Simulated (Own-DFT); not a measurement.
# Device materials side by side: how hard are they to compress?

No measurement is shown. These are fixed-geometry runs of a retired plane-wave code named Own-DFT, which no person has reviewed; spin and spin-orbit coupling are neglected.

Keep in mind (not all hold for every row): forces on such cells moved up to 12 meV/angstrom on a denser k mesh; forces not confirmed at this smearing and k mesh; k mesh not checked against a denser one; forces on such cells passed a denser k mesh, each cell not checked; stress not checked against mesh or cutoff.

All runs are PBE with PseudoDojo norm-conserving files; cutoff and k mesh are each material's own. Every cell starts from measured lattice constants and was given uniform random strains and small random moves of its atoms. Each triple is the change of volume in per cent, the rms move u in Å and the pressure in GPa.

- 4H SiC (C36Si36), 10.36 Å³/atom unstrained: (-3.82, 0.051, 15.24); (-2.75, 0.048, 12.40); (-0.48, 0.056, 7.38); (0.55, 0.050, 3.93); (1.13, 0.051, 2.61); (1.71, 0.049, 1.49); (2.16, 0.049, 0.31)
- wurtzite AlN (Al36N36), 10.45 Å³/atom unstrained: (-3.00, 0.047, 12.38); (-1.42, 0.045, 8.69); (-0.75, 0.051, 7.88); (-0.12, 0.053, 6.40); (0.32, 0.049, 4.99); (1.18, 0.049, 2.99); (2.58, 0.046, 0.44)
- wurtzite GaN (Ga48N48), 11.42 Å³/atom unstrained: (-3.14, 0.049, 14.74); (-2.00, 0.050, 12.49); (-1.14, 0.049, 9.69); (-0.90, 0.050, 9.40); (0.86, 0.051, 5.88); (2.53, 0.047, 2.58); (2.80, 0.052, 2.47)
- diamond silicon (Si64), 20.02 Å³/atom unstrained: (-3.85, 0.047, 6.77); (-3.42, 0.054, 6.39); (-2.93, 0.046, 5.73); (-2.17, 0.049, 5.00); (-1.53, 0.048, 4.18); (1.11, 0.048, 1.69); (1.81, 0.049, 1.07)
- zincblende InP (In48P48), 25.27 Å³/atom unstrained: withheld
- grey tin (Sn64), 34.15 Å³/atom unstrained: (-3.14, 0.047, 5.40); (-2.68, 0.051, 5.20); (-0.86, 0.052, 4.17); (0.26, 0.053, 3.63); (0.29, 0.048, 3.59); (0.71, 0.046, 3.43); (1.31, 0.047, 3.16)

## Working it out

Fit a line to each set against the fractional change of volume; B is minus its slope, and u is nearly the same within a set. To take it to zero pressure, assume that B rises by 4 GPa for each GPa: B0 = B - 4 x (mean pressure). The bond length of an ideal tetrahedral crystal with the unstrained volume v is d = (√3/4)(8 v)^(1/3). Cohen's empirical rule reads B0 = (1971 - 220 L) d^(-3.5) GPa, with L = 0 for group IV crystals and SiC and 1 for III-V compounds.

```
                material  L  d (Å)  B (GPa)  mean P (GPa)  B0 (GPa)  rule (GPa)
        4H SiC (C36Si36)  0  1.888  250 ± 5           6.2   226 ± 5         213
  wurtzite AlN (Al36N36)  1  1.893  217 ± 7           6.3   192 ± 7         188
  wurtzite GaN (Ga48N48)  1  1.950  208 ± 8           8.2   175 ± 8         169
  diamond silicon (Si64)  0  2.352  101 ± 2           4.4    84 ± 2          99
zincblende InP (In48P48)  1  2.541        ?             ?         ?          67
         grey tin (Sn64)  0  2.810   51 ± 1           4.1    35 ± 1          53
```

A line through ln[B0/(1971 - 220 L)] against ln d has a slope of -4.6 ± 0.1 and a scatter of 3 %. Against the rule, B0 stands at 106 % for 4H SiC, 102 % for wurtzite AlN, 104 % for wurtzite GaN, 85 % for diamond silicon, 66 % for grey tin. PBE tends to make silicon and heavier crystals too soft, and the rule itself is only a guide.

## Test on the hidden row

The question: what B0 does the fitted trend give for zincblende InP (In48P48)?

The line gives 50 GPa. Its own runs give B = 73 ± 2 GPa at a mean pressure of 3.2 GPa, so B0 = 60 GPa. It lies off the trend of the others.
